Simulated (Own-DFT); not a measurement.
Al3GaN4 (wurtzite random alloy, strained, atoms displaced) (calculated)

A calculation, not a measurement: plane-wave PBE density functional theory by an unreviewed code, no spin, of a simulated periodic cell, stress positive in tension, free energy of the whole cell less one offset for each atom, forces on such cells passed a denser k mesh, this cell's mesh not checked; offsets are fitted by least squares, one for each functional and potential file, so energies compare only between cells with the same atoms and settings and are not formation energies; the far tail of each file's local potential was reset to the Coulomb form; each entry is a single point on an unrelaxed cell, so the pressure reflects the starting lattice, mostly measured values, from which strain is counted, and rises with the displacements; printed positions are rounded, which can move forces by about a meV/angstrom; the program is a retired in-house code; no spin-orbit coupling. Program: Own-DFT development build.

Common to all runs: functional PBE; potential files PseudoDojo norm-conserving, scalar-relativistic, standard set with the stringent files for Ga; wave cutoff 96 hartree; occupations Gaussian; smearing width 0.01 eV; k mesh 4 x 4 x 3 centred on Gamma.

(1) Al3GaN4 (wurtzite random alloy, strained, atoms displaced)

```
CELL_PARAMETERS angstrom
9.44070 0.00000 0.00000
-4.72040 8.17590 0.00000
0.00000 0.00000 10.06550
ATOMIC_POSITIONS crystal
Al 0.12155 0.23194 0.00072
Al 0.22885 0.11901 0.25967
N 0.11188 0.23161 0.18546
N 0.21967 0.11196 0.43463
Ga 0.11617 0.21544 0.49991
Ga 0.22960 0.11695 0.75840
N 0.10388 0.21967 0.68867
N 0.23183 0.11401 0.94597
Al 0.09894 0.54136 0.99578
Ga 0.24163 0.45545 0.25613
N 0.10825 0.55180 0.18787
N 0.21921 0.43881 0.44213
Al 0.10651 0.55872 0.49741
Al 0.22102 0.45308 0.75147
N 0.10497 0.55387 0.69176
N 0.21341 0.44597 0.94086
Al 0.11841 0.89458 0.99419
Al 0.22383 0.77781 0.24559
N 0.11240 0.88953 0.20092
N 0.22614 0.78289 0.44181
Al 0.11192 0.88431 0.50604
Al 0.21576 0.77381 0.75392
N 0.10828 0.89368 0.68913
N 0.23110 0.77957 0.94147
Al 0.43362 0.21138 0.99755
Ga 0.54424 0.10317 0.25150
N 0.45238 0.22424 0.18349
N 0.55055 0.10575 0.43747
Al 0.44707 0.21048 0.49691
Al 0.55966 0.10701 0.74508
N 0.44874 0.22207 0.68104
N 0.55480 0.11096 0.93784
Al 0.44635 0.55470 0.99960
Al 0.54981 0.43084 0.25233
N 0.44434 0.56302 0.19778
N 0.55902 0.44330 0.44504
Al 0.45054 0.55303 0.50728
Ga 0.55725 0.44231 0.75650
N 0.45837 0.55807 0.69574
N 0.55533 0.44317 0.93880
Al 0.44482 0.89147 0.00222
Al 0.56207 0.77781 0.24886
N 0.42872 0.88418 0.18784
N 0.55405 0.78382 0.45201
Al 0.44671 0.90509 0.50363
Al 0.56383 0.78525 0.74786
N 0.45360 0.89390 0.69429
N 0.54943 0.76903 0.94448
Al 0.77735 0.22465 0.00090
Al 0.89007 0.11035 0.24586
N 0.76975 0.21417 0.19756
N 0.89185 0.10662 0.44098
Al 0.77121 0.22557 0.50392
Ga 0.88548 0.11222 0.75118
N 0.77268 0.21357 0.69115
N 0.89084 0.10429 0.94401
Ga 0.78788 0.56029 0.99695
Ga 0.89197 0.44865 0.24629
N 0.78133 0.55503 0.18137
N 0.90113 0.45082 0.44082
Al 0.77925 0.55303 0.50341
Ga 0.88705 0.44864 0.75168
N 0.77829 0.55209 0.68488
N 0.88972 0.44278 0.94016
Al 0.77191 0.88898 0.99561
Al 0.89758 0.78137 0.25194
N 0.78002 0.88751 0.19257
N 0.88530 0.77579 0.44170
Al 0.77469 0.89447 0.49212
Al 0.88677 0.78465 0.74813
N 0.78388 0.89689 0.68965
N 0.88896 0.78263 0.93571
```

* free energy of cell above offsets: -22.808 eV
* pressure: 4.28 GPa
* stress xx: -3.92 GPa
* stress yy: -3.05 GPa
* stress zz: -5.87 GPa
* stress yz: 0.45 GPa
* stress xz: 0.27 GPa
* stress xy: -0.89 GPa

Force:
| element | x (eV/Å) | y (eV/Å) | z (eV/Å) |
| --- | --- | --- | --- |
| Al | -0.956 | -1.289 | 0.053 |
| Al | -0.824 | -0.778 | -3.154 |
| N | 1.282 | -1.116 | 0.69 |
| N | 2.956 | -1.295 | 1.674 |
| Ga | -2.035 | 0.944 | 0.48 |
| Ga | -0.694 | 0.061 | -1.885 |
| N | 1.451 | 1.755 | 1.447 |
| N | -2.591 | -0.624 | -0.095 |
| Al | 0.884 | 2.528 | 1.594 |
| Ga | -3.7 | -1.838 | 0.114 |
| N | 0.871 | 1.328 | -0.602 |
| N | 0.443 | 1.848 | 1.559 |
| Al | 2.508 | 0.311 | 0.527 |
| Al | 1.133 | -1.09 | -0.679 |
| N | 1.167 | 1.166 | -0.616 |
| N | 2.11 | -0.203 | -0.692 |
| Al | -0.515 | -1.287 | 1.436 |
| Al | -1.536 | -1.219 | 0.934 |
| N | 0.44 | 1.036 | -1.828 |
| N | 0.037 | -0.266 | 0.062 |
| Al | -1.096 | 0.462 | -1.544 |
| Al | 0.645 | 0.955 | -0.539 |
| N | 0.949 | -0.982 | 0.936 |
| N | -1.79 | -0.749 | -0.3 |
| Al | 3.341 | 2.414 | 0.609 |
| Ga | 1.218 | 0.049 | -1.035 |
| N | -2.24 | -0.269 | 0.635 |
| N | 0.809 | 1.657 | 1.013 |
| Al | -2.319 | 1.91 | 0.294 |
| Al | -1.363 | 0.699 | 1.407 |
| N | 0.596 | -0.866 | 0.882 |
| N | 0.244 | 0.081 | 0.064 |
| Al | -0.561 | -0.304 | 0.38 |
| Al | 0.591 | 2.599 | -0.123 |
| N | 3.802 | 0.063 | -2.154 |
| N | 0.15 | -0.983 | -1.034 |
| Al | -1.025 | 0.485 | -0.452 |
| Ga | 0.565 | -0.352 | -1.483 |
| N | -2.763 | 0.626 | -0.431 |
| N | -0.504 | -0.834 | 2.089 |
| Al | 0.597 | -0.354 | -0.555 |
| Al | -1.094 | 0.874 | 1.115 |
| N | 2.863 | -0.027 | -0.158 |
| N | -0.247 | -0.676 | -1.477 |
| Al | 0.909 | -3.677 | 0.497 |
| Al | 0.09 | -0.843 | 0.254 |
| N | -1.428 | -1.126 | -0.536 |
| N | 0.015 | 1.477 | -0.596 |
| Al | 0.104 | -1.178 | 0.557 |
| Al | 0.065 | 0.43 | 0.781 |
| N | 0.738 | 0.287 | -1.462 |
| N | -1.74 | 1.064 | -0.935 |
| Al | 2.197 | -0.158 | -1.158 |
| Ga | 1.072 | -0.011 | 0.411 |
| N | -1.017 | 1.596 | -0.9 |
| N | -0.612 | 1.659 | 0.625 |
| Ga | -1.419 | 0.018 | -0.157 |
| Ga | -0.021 | -1.095 | 0.649 |
| N | -1.572 | 0.609 | 2.239 |
| N | -2.557 | -1.458 | 0.507 |
| Al | -0.016 | 0.622 | -1.3 |
| Ga | 0.201 | -1.291 | -0.49 |
| N | -0.544 | 1.612 | 0.958 |
| N | -0.031 | -1.012 | 0.091 |
| Al | 0.787 | -0.645 | 1.005 |
| Al | -0.98 | -0.834 | 0.053 |
| N | -0.063 | 0.001 | -0.647 |
| N | 0.414 | -0.036 | 0.256 |
| Al | 1.027 | -0.858 | 1.172 |
| Al | 0.42 | -0.585 | -0.471 |
| N | -0.531 | -1.733 | -0.599 |
| N | 0.695 | 0.717 | 0.039 |

(2) Al3GaN4 (wurtzite random alloy, strained, atoms displaced)

```
CELL_PARAMETERS angstrom
9.44070 0.00000 0.00000
-4.72040 8.17590 0.00000
0.00000 0.00000 10.06550
ATOMIC_POSITIONS crystal
Al 0.11364 0.22450 0.00396
Al 0.22658 0.11223 0.25102
N 0.11166 0.22023 0.18095
N 0.21483 0.11196 0.44980
Ga 0.11851 0.23819 0.49871
Al 0.22249 0.11393 0.74367
N 0.11680 0.22663 0.69083
N 0.23162 0.11974 0.94126
Al 0.11439 0.56224 0.00108
Ga 0.22165 0.45014 0.25124
N 0.11107 0.55964 0.19212
N 0.22310 0.45514 0.44389
Al 0.10746 0.55719 0.50348
Al 0.21452 0.43305 0.74992
N 0.10737 0.55105 0.69832
N 0.23077 0.44642 0.93639
Al 0.10084 0.88418 0.00076
Al 0.23035 0.77439 0.25451
N 0.11221 0.89141 0.18499
N 0.20857 0.76803 0.44011
Ga 0.11592 0.88977 0.49306
Al 0.22207 0.77925 0.74852
N 0.10000 0.88494 0.69214
N 0.21396 0.77490 0.94252
Al 0.43835 0.23102 0.99984
Al 0.54963 0.11079 0.24424
N 0.43685 0.21650 0.19327
N 0.54996 0.11052 0.44330
Ga 0.43742 0.21555 0.50004
Ga 0.54878 0.10621 0.74272
N 0.43856 0.22406 0.69090
N 0.55155 0.11333 0.94172
Al 0.44607 0.55747 0.00530
Al 0.56051 0.44171 0.25267
N 0.44321 0.56130 0.19473
N 0.55435 0.44912 0.43714
Al 0.44069 0.54946 0.49821
Ga 0.55937 0.44420 0.73667
N 0.43794 0.55453 0.68752
N 0.54898 0.44698 0.94377
Al 0.44221 0.88851 0.99872
Al 0.55908 0.78349 0.25623
N 0.44188 0.88670 0.19513
N 0.55427 0.78400 0.43225
Al 0.44681 0.88584 0.49984
Ga 0.56484 0.78715 0.74975
N 0.44426 0.88295 0.69509
N 0.55810 0.78079 0.93773
Al 0.76480 0.22182 0.00159
Al 0.88708 0.11474 0.23866
N 0.77535 0.23008 0.17929
N 0.89563 0.12404 0.44336
Ga 0.76726 0.21412 0.50072
Al 0.88056 0.11143 0.75251
N 0.78268 0.22470 0.68337
N 0.89332 0.12169 0.94323
Al 0.79186 0.56000 0.99435
Al 0.88697 0.42963 0.25944
N 0.77833 0.55673 0.19814
N 0.89443 0.44927 0.44033
Al 0.78250 0.56182 0.50732
Ga 0.88040 0.43961 0.76289
N 0.76759 0.54962 0.69214
N 0.89436 0.45594 0.92767
Al 0.77440 0.88537 0.00169
Al 0.90396 0.78767 0.25133
N 0.76789 0.88597 0.19695
N 0.88579 0.78181 0.42961
Al 0.79259 0.90323 0.49965
Al 0.89876 0.77825 0.74878
N 0.78037 0.88964 0.69116
N 0.89552 0.79057 0.94092
```

* free energy of cell above offsets: -22.137 eV
* pressure: 4.65 GPa
* stress xx: -4.75 GPa
* stress yy: -2.05 GPa
* stress zz: -7.16 GPa
* stress yz: -0.61 GPa
* stress xz: 0.74 GPa
* stress xy: -1.07 GPa

Force:
| element | x (eV/Å) | y (eV/Å) | z (eV/Å) |
| --- | --- | --- | --- |
| Al | 0.315 | 0.493 | -2.406 |
| Al | -1.546 | -0.465 | -0.075 |
| N | -0.26 | -0.311 | 2.741 |
| N | 0.656 | 0.139 | -2.496 |
| Ga | -0.647 | -0.906 | 0.819 |
| Al | -0.689 | -0.458 | 1.562 |
| N | -1.112 | -1.684 | 0.36 |
| N | -1.779 | -1.785 | -0.855 |
| Al | 0.843 | -1.286 | -0.437 |
| Ga | 0.564 | -0.655 | -0.334 |
| N | -0.994 | -0.497 | -0.637 |
| N | 0.139 | 0.587 | -0.335 |
| Al | 0.187 | -0.781 | 1.165 |
| Al | 0.416 | 2.385 | 0.613 |
| N | 0.195 | 0.91 | -1.314 |
| N | -1.381 | 0.062 | 1.216 |
| Al | 2.115 | 2.173 | -0.215 |
| Al | -1.868 | 0.169 | -0.807 |
| N | 1.042 | 0.224 | 1.318 |
| N | 2.506 | 0.978 | -0.051 |
| Ga | -1.853 | -0.358 | 1.079 |
| Al | -0.281 | -1.058 | 0.69 |
| N | 3.019 | 1.285 | -0.555 |
| N | 0.609 | 1.135 | -0.475 |
| Al | 1.425 | -0.268 | 0.183 |
| Al | 0.427 | -0.217 | 0.536 |
| N | 0.822 | 1.187 | -0.279 |
| N | 0.079 | -1.559 | -1.582 |
| Ga | -0.132 | 1.661 | -0.121 |
| Ga | 0.329 | 0.977 | 1.156 |
| N | 0.588 | -1.382 | -0.37 |
| N | -0.379 | -0.171 | 0.253 |
| Al | -0.343 | 0.283 | -0.532 |
| Al | -0.983 | 0.856 | -0.781 |
| N | 1.386 | -0.055 | -0.347 |
| N | 0.898 | -0.352 | 0.929 |
| Al | -0.073 | 1.771 | 0.244 |
| Ga | -3.567 | -0.088 | 2.6 |
| N | 0.095 | 0.014 | -0.605 |
| N | 2.105 | 0.585 | -0.123 |
| Al | -0.252 | -0.073 | 0.172 |
| Al | -0.509 | -1.089 | -1.491 |
| N | 0.454 | 0.76 | -0.89 |
| N | 0.943 | -0.291 | 2.926 |
| Al | -0.768 | -0.26 | 0.07 |
| Ga | 0.024 | -2.443 | 0.016 |
| N | -1.876 | 0.358 | -1.845 |
| N | -0.371 | 0.054 | 1.709 |
| Al | 1.442 | 0.599 | -1.881 |
| Al | 0.4 | -0.392 | 0.793 |
| N | 0.173 | -1.439 | 2.219 |
| N | -0.035 | -1.382 | -2.039 |
| Ga | 0.735 | 1.721 | -0.724 |
| Al | 1.78 | 0.238 | 0.088 |
| N | -0.826 | -0.852 | 2.1 |
| N | -0.841 | -0.922 | -0.032 |
| Al | -2.851 | 0.201 | 1.744 |
| Al | -1.01 | 2.961 | -1.192 |
| N | 1.237 | 0.004 | -1.372 |
| N | -1.059 | -0.348 | 0.84 |
| Al | -0.338 | -0.384 | -2.15 |
| Ga | 0.843 | -0.058 | -6.765 |
| N | 2.817 | 2.781 | -0.934 |
| N | 0.499 | -0.984 | 7.617 |
| Al | -0.327 | 1.047 | 0.322 |
| Al | -1.844 | -1.62 | -1.212 |
| N | 1.868 | 1.248 | -1.373 |
| N | 0.244 | -0.241 | 2.57 |
| Al | -0.977 | -0.975 | -0.477 |
| Al | -3.066 | -0.773 | 0.899 |
| N | 1.46 | 0.888 | -0.777 |
| N | -0.842 | -1.874 | -0.667 |

(3) Al3GaN4 (wurtzite random alloy, strained, atoms displaced)

```
CELL_PARAMETERS angstrom
9.44070 0.00000 0.00000
-4.72040 8.17590 0.00000
0.00000 0.00000 10.06550
ATOMIC_POSITIONS crystal
Al 0.11864 0.22354 0.00019
Al 0.22624 0.11168 0.25265
N 0.12487 0.23922 0.18724
N 0.22474 0.11393 0.43534
Al 0.11316 0.22455 0.49106
Al 0.22160 0.10692 0.75870
N 0.12257 0.22582 0.69289
N 0.22490 0.10963 0.94555
Al 0.12101 0.56172 0.00098
Al 0.22179 0.44443 0.25705
N 0.10382 0.55308 0.19240
N 0.23195 0.45430 0.43661
Al 0.10647 0.55572 0.50612
Al 0.21638 0.44426 0.75315
N 0.11195 0.54968 0.68381
N 0.21435 0.44170 0.93335
Ga 0.10259 0.89264 0.99335
Ga 0.21592 0.76955 0.25589
N 0.11446 0.89342 0.18964
N 0.22998 0.77516 0.43640
Al 0.11289 0.90278 0.49204
Al 0.21829 0.78034 0.74738
N 0.10820 0.88849 0.69055
N 0.22823 0.78888 0.93299
Al 0.44165 0.21678 0.99831
Al 0.55911 0.10519 0.24809
N 0.44394 0.22774 0.18705
N 0.55929 0.11808 0.43552
Al 0.43797 0.22383 0.51102
Ga 0.56346 0.10871 0.74830
N 0.45299 0.23093 0.69515
N 0.53999 0.11024 0.93696
Al 0.44508 0.55717 0.99518
Al 0.55141 0.44777 0.24994
N 0.43905 0.55091 0.19787
N 0.55251 0.43804 0.44406
Al 0.44841 0.56280 0.50297
Ga 0.55576 0.43692 0.74868
N 0.44204 0.54725 0.69288
N 0.56859 0.44789 0.94504
Al 0.44570 0.89667 0.99247
Al 0.54581 0.77830 0.24520
N 0.45062 0.89819 0.19342
N 0.56206 0.78752 0.43623
Ga 0.45591 0.89852 0.49676
Al 0.54883 0.76634 0.75015
N 0.44477 0.89873 0.70147
N 0.54705 0.76570 0.93431
Al 0.77338 0.22862 0.99426
Ga 0.87877 0.11308 0.25171
N 0.77849 0.22691 0.18440
N 0.88351 0.11150 0.44052
Al 0.78513 0.21905 0.50697
Ga 0.89109 0.10869 0.75745
N 0.78164 0.22988 0.68985
N 0.89335 0.11105 0.93346
Ga 0.77404 0.56701 0.99787
Ga 0.89023 0.45097 0.24696
N 0.78115 0.56532 0.19867
N 0.88773 0.44155 0.44482
Al 0.77945 0.56104 0.49507
Al 0.89154 0.45103 0.74415
N 0.77687 0.55377 0.68497
N 0.90270 0.44844 0.94343
Al 0.76302 0.89106 0.99977
Al 0.88513 0.76872 0.25138
N 0.77203 0.88974 0.19928
N 0.88721 0.77633 0.44624
Al 0.77894 0.89184 0.50727
Al 0.89608 0.76971 0.75449
N 0.78352 0.88685 0.69404
N 0.89143 0.78455 0.93904
```

- free energy of cell above offsets: -22.551 eV
- pressure: 4.34 GPa
- stress xx: -1.08 GPa
- stress yy: -5.91 GPa
- stress zz: -6.03 GPa
- stress yz: -0.92 GPa
- stress xz: -0.3 GPa
- stress xy: -0.78 GPa

Force:
| element | x (eV/Å) | y (eV/Å) | z (eV/Å) |
| --- | --- | --- | --- |
| Al | -1.154 | 0.255 | 0.222 |
| Al | -0.199 | 0.7 | -1.742 |
| N | -0.25 | -2.249 | 0.449 |
| N | -0.362 | 0.46 | 1.003 |
| Al | -0.21 | 0.664 | 1.214 |
| Al | 0.175 | 0.779 | -1.114 |
| N | -0.312 | -0.369 | -1.004 |
| N | -0.67 | 1.748 | -1.189 |
| Al | -0.897 | 0.164 | 0.03 |
| Al | -0.452 | 0.768 | -1.167 |
| N | 2.526 | 0.202 | -1.342 |
| N | -0.922 | -0.92 | 1.712 |
| Al | 0.894 | 0.121 | -2.273 |
| Al | 1.1 | -0.513 | -1.343 |
| N | -0.711 | 1.375 | 1.737 |
| N | 1.481 | 0.549 | 1.598 |
| Ga | 2.178 | -0.581 | 1.994 |
| Ga | 0.126 | 1.348 | -1.736 |
| N | -1.132 | -0.439 | 0.777 |
| N | -1.864 | 0.361 | 2.823 |
| Al | 0.84 | -2.318 | 0.994 |
| Al | 0.89 | -0.251 | -0.328 |
| N | 0.661 | 0.546 | -0.598 |
| N | 0.097 | -1.577 | 0.759 |
| Al | -0.563 | 1.655 | 1.335 |
| Al | -1.394 | 2.657 | 0.398 |
| N | 0.901 | -0.543 | 0.288 |
| N | 0.022 | 0.784 | 0.955 |
| Al | 1.5 | 0.146 | -1.62 |
| Ga | -1.009 | 2.017 | 0.244 |
| N | -1.146 | -3.898 | -0.728 |
| N | 3.052 | 0.42 | 0.801 |
| Al | -0.129 | -1.886 | 1.056 |
| Al | 0.906 | -0.931 | 0.684 |
| N | -0.307 | 1.551 | -1.811 |
| N | -0.427 | 1.326 | -0.302 |
| Al | 0.4 | -0.425 | -0.613 |
| Ga | 0.015 | 2.522 | 0.982 |
| N | -1.227 | 1.167 | -0.373 |
| N | -3.668 | -1.82 | -0.61 |
| Al | -0.244 | -1.084 | 0.879 |
| Al | 1.247 | -0.378 | 0.935 |
| N | -0.229 | -1.723 | -2.139 |
| N | 1.026 | -1.389 | 0.654 |
| Ga | -0.952 | -0.239 | 0.772 |
| Al | 0.309 | 1.154 | -0.93 |
| N | 0.832 | -3.666 | -1.6 |
| N | -0.346 | 1.981 | 1.044 |
| Al | 0.79 | -0.125 | 0.2 |
| Ga | 1.634 | 0.371 | -0.728 |
| N | -1.089 | -0.418 | -0.64 |
| N | 1.768 | -0.117 | 1.115 |
| Al | -2.178 | 1.119 | -1.087 |
| Ga | 0.397 | 0.51 | -3.038 |
| N | 0.947 | -0.045 | 0.363 |
| N | -1.07 | -0.071 | 4.231 |
| Ga | 3.281 | -0.215 | 1.474 |
| Ga | -0.627 | -1.289 | 1.024 |
| N | -1.334 | -1.811 | -1.071 |
| N | 0.075 | 0.368 | 0.187 |
| Al | 0.02 | -1.685 | 0.469 |
| Al | 0.345 | -0.524 | 0.987 |
| N | 0.953 | 0.87 | 0.474 |
| N | -1.394 | 0.229 | -1.258 |
| Al | 1.786 | 0.19 | 0.405 |
| Al | -0.33 | 3.525 | 0.73 |
| N | 0.422 | -1.189 | -2.007 |
| N | 0.151 | 1.251 | -0.987 |
| Al | 0.166 | -0.378 | -0.782 |
| Al | -1.883 | 0.528 | -1.262 |
| N | -0.868 | -1.209 | -0.102 |
| N | -2.363 | -0.104 | -0.472 |

(4) Al3GaN4 (wurtzite random alloy, strained, atoms displaced)

```
CELL_PARAMETERS angstrom
9.44070 0.00000 0.00000
-4.72040 8.17590 0.00000
0.00000 0.00000 10.06550
ATOMIC_POSITIONS crystal
Al 0.09994 0.22388 0.00237
Ga 0.21815 0.10916 0.24050
N 0.11456 0.21725 0.18773
N 0.22688 0.10643 0.44682
Al 0.11203 0.21337 0.49681
Al 0.22694 0.11047 0.75667
N 0.10989 0.21609 0.69272
N 0.22826 0.11443 0.94570
Al 0.11608 0.55461 0.00949
Al 0.21397 0.44678 0.24711
N 0.10930 0.53891 0.18280
N 0.23071 0.45200 0.43741
Al 0.10652 0.55331 0.50200
Al 0.22043 0.44111 0.74574
N 0.10992 0.54499 0.70188
N 0.22428 0.44311 0.94284
Al 0.11686 0.89469 0.00314
Al 0.22404 0.78514 0.24567
N 0.11138 0.89821 0.19375
N 0.22079 0.76964 0.43521
Al 0.11354 0.88357 0.51383
Ga 0.22157 0.77942 0.74685
N 0.11435 0.89259 0.68141
N 0.22893 0.77554 0.93951
Al 0.43754 0.22333 0.99427
Al 0.55752 0.11191 0.25199
N 0.44913 0.22712 0.17972
N 0.55751 0.10670 0.43653
Al 0.45781 0.21983 0.50399
Al 0.55990 0.12026 0.74782
N 0.44489 0.22395 0.69025
N 0.55174 0.11155 0.94152
Ga 0.45072 0.56293 0.00956
Al 0.55753 0.45419 0.25535
N 0.44023 0.55434 0.19672
N 0.56685 0.44844 0.43947
Al 0.45118 0.55683 0.50074
Al 0.55978 0.45047 0.76180
N 0.45189 0.55924 0.70394
N 0.56368 0.44354 0.94188
Ga 0.43914 0.89140 0.98938
Al 0.54967 0.77402 0.25766
N 0.44593 0.89233 0.19334
N 0.56201 0.78684 0.44091
Al 0.44323 0.88541 0.50204
Al 0.54851 0.76864 0.75517
N 0.43420 0.88663 0.69990
N 0.55983 0.78680 0.94509
Ga 0.78026 0.21639 0.00255
Al 0.89504 0.10672 0.25407
N 0.78916 0.23138 0.19430
N 0.88008 0.09962 0.43708
Ga 0.77048 0.22609 0.50159
Ga 0.88329 0.10274 0.74940
N 0.77108 0.20905 0.68738
N 0.89843 0.11988 0.93754
Al 0.79245 0.56339 0.00033
Ga 0.87604 0.43570 0.25086
N 0.78009 0.55569 0.19548
N 0.87993 0.43409 0.44451
Ga 0.76110 0.52954 0.49651
Al 0.88357 0.44077 0.74452
N 0.76712 0.55398 0.69689
N 0.87887 0.43330 0.94882
Al 0.79434 0.89133 0.99820
Al 0.88447 0.77667 0.24616
N 0.77742 0.89365 0.18669
N 0.88479 0.77716 0.44641
Al 0.77203 0.88856 0.49583
Al 0.89087 0.78247 0.74210
N 0.77299 0.89046 0.69222
N 0.88080 0.78262 0.94123
```

- free energy of cell above offsets: -20.658 eV
- pressure: 5.17 GPa
- stress xx: -5.08 GPa
- stress yy: -4.44 GPa
- stress zz: -5.97 GPa
- stress yz: -0.4 GPa
- stress xz: -0.8 GPa
- stress xy: 0.14 GPa

Force:
| element | x (eV/Å) | y (eV/Å) | z (eV/Å) |
| --- | --- | --- | --- |
| Al | 2.722 | 1.119 | -0.226 |
| Ga | 2.343 | 1.948 | 2.387 |
| N | -2.673 | 1.597 | 0.152 |
| N | 0.413 | 0.278 | -0.243 |
| Al | -0.324 | 0.387 | 0.439 |
| Al | -0.696 | 0.44 | -0.928 |
| N | 0.777 | 0.623 | -0.762 |
| N | -2.011 | -1.132 | -1.092 |
| Al | -0.489 | -0.607 | -3.436 |
| Al | 2.814 | -1.607 | 1.085 |
| N | -2.394 | 2.947 | 2.124 |
| N | -0.579 | -1.086 | 0.808 |
| Al | 0.868 | -0.357 | 0.018 |
| Al | 1.23 | -0.701 | 1.569 |
| N | -1.739 | 0.539 | -2.306 |
| N | -0.495 | -0.063 | -0.344 |
| Al | -0.049 | -0.579 | -0.41 |
| Al | 0.305 | -0.823 | 0.337 |
| N | 0.33 | -3.897 | -1.557 |
| N | -0.467 | 0.409 | 1.029 |
| Al | -0.819 | 0.242 | -5.836 |
| Ga | -0.881 | -1.512 | 1.021 |
| N | -0.929 | -0.067 | 4.829 |
| N | -3.865 | -1.245 | 0.728 |
| Al | 2.417 | 1.058 | 1.067 |
| Al | -0.195 | 0.362 | -1.648 |
| N | 0.473 | 0.395 | 1.867 |
| N | -1.39 | -0.513 | 0.586 |
| Al | -2.584 | -0.238 | -0.783 |
| Al | -0.441 | -1.524 | 1.318 |
| N | 0.425 | 0.551 | 0.428 |
| N | -0.098 | 1.135 | -1.279 |
| Ga | 0.165 | -0.533 | -1.459 |
| Al | 0.313 | -1.721 | -1.687 |
| N | 0.16 | 0.439 | 1.327 |
| N | -5.111 | -2.883 | -0.929 |
| Al | -0.386 | 0.2 | 0.589 |
| Al | -0.599 | -0.94 | -0.667 |
| N | -0.952 | -1.469 | -2.359 |
| N | -0.228 | 0.664 | 0.964 |
| Ga | 2.151 | 0.768 | 1.952 |
| Al | 0.051 | 1.138 | -1.717 |
| N | -0.163 | -0.429 | 0.296 |
| N | -0.965 | -1.84 | 0.592 |
| Al | -0.373 | -0.005 | 0.157 |
| Al | 0.038 | 2.213 | 0.606 |
| N | 2.843 | 1.313 | -2.138 |
| N | 1.502 | -0.215 | -0.733 |
| Ga | -1.479 | -0.249 | 0.414 |
| Al | -1.019 | 0.586 | -0.655 |
| N | -0.108 | -4.184 | 0.125 |
| N | 1.056 | 1.822 | 0.554 |
| Ga | 2.338 | -2.772 | -0.18 |
| Ga | 0.585 | 1.219 | -0.06 |
| N | -0.839 | 2.101 | 0.917 |
| N | -0.318 | -2.248 | 0.57 |
| Al | -1.406 | -1.408 | 0.157 |
| Ga | 1.433 | 2.016 | 0.212 |
| N | -1.342 | 1.254 | -1.045 |
| N | 2.165 | 2.143 | -0.423 |
| Ga | 2.745 | 5.288 | 2.529 |
| Al | 0.064 | -0.316 | 1.762 |
| N | 2.219 | 0.317 | -0.418 |
| N | 1.207 | 2.736 | -1.835 |
| Al | -4.792 | 1.786 | 1.055 |
| Al | 0.18 | 0.642 | 1.595 |
| N | 0.344 | -1.033 | 0.449 |
| N | 0.741 | -0.198 | -0.614 |
| Al | 1.644 | -0.174 | 1.273 |
| Al | -0.701 | -0.453 | 0.234 |
| N | 0.142 | -2.239 | -0.885 |
| N | 4.696 | -1.413 | -1.464 |
